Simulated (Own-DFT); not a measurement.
# Biaxial strain at fixed height in wurtzite GaN, 72 atoms (Ga36N36)

Calculated, not measured: single-point runs of Own-DFT, a retired in-house plane-wave DFT program that no person has reviewed, on unrelaxed cells, without spin or spin-orbit coupling.

Settings: PBE; PseudoDojo norm-conserving scalar-relativistic files; cutoff 42 hartree; 4 x 4 x 3 k mesh centred on Gamma; Fermi-Dirac smearing of 0.1 eV.

Limits: forces not confirmed at this smearing and k mesh; stress not checked against mesh or cutoff.

Unstrained cell vectors in Å: (9.567, 0.000, 0.000); (-4.784, 8.285, 0.000); (0.000, 0.000, 10.370). The unstrained cell has measured lattice constants (interpolated for alloys), not those of this functional. That, the random moves and any unrelaxed bonds set the pressure at no strain. Each run strains x and y alike by e, as a substrate would, and holds the height along z. Random moves of width 0.05 Å per axis were added to every atom. Stress is positive in tension.

| e (%) | u (Å) | (s_xx + s_yy)/2 (GPa) | s_zz (GPa) |
|---|---|---|---|
| -3.00 | 0.046 | -25.86 | -12.22 |
| -1.75 | 0.047 | -16.92 | -11.23 |
| -1.00 | 0.049 | -13.21 | -9.71 |
| -0.50 | 0.046 | -8.89 | -9.58 |
| 0.75 | 0.053 | -3.70 | -8.02 |
| 1.00 | 0.049 | ? | ? |
| 1.75 | 0.048 | 1.21 | -5.25 |
| 2.50 | 0.045 | 4.48 | -3.59 |
| 2.75 | 0.050 | 4.92 | -2.82 |
| 3.00 | 0.051 | 6.52 | -5.10 |

## Worked fit

With e as a fraction, the in-plane stress is -7.0 + 531 e - 3051 e² GPa (errors 9 and 549, scatter 0.54), and s_zz is -8.3 + 153 e GPa (slope ± 15, scatter 0.92). At e = 0 the first slope is C11 + C12 and the second 2 C13, both with the ions held to the strained lattice and at the cell's own pressure. The term in e² is negative: the layer stiffens under compression and softens under tension. A free layer would change its height as e changes, and the in-plane slope would drop by 2 C13²/C33 to the biaxial modulus. At fixed height, a misfit of 1 % moves the in-plane stress by about 5.3 GPa and s_zz by 1.5 GPa.

## Test on the hidden row

The question: what are the two stresses at e = 1.00 %?

Estimate: -2.0 and -6.7 GPa. DFT gave -2.56 and -6.55 GPa.
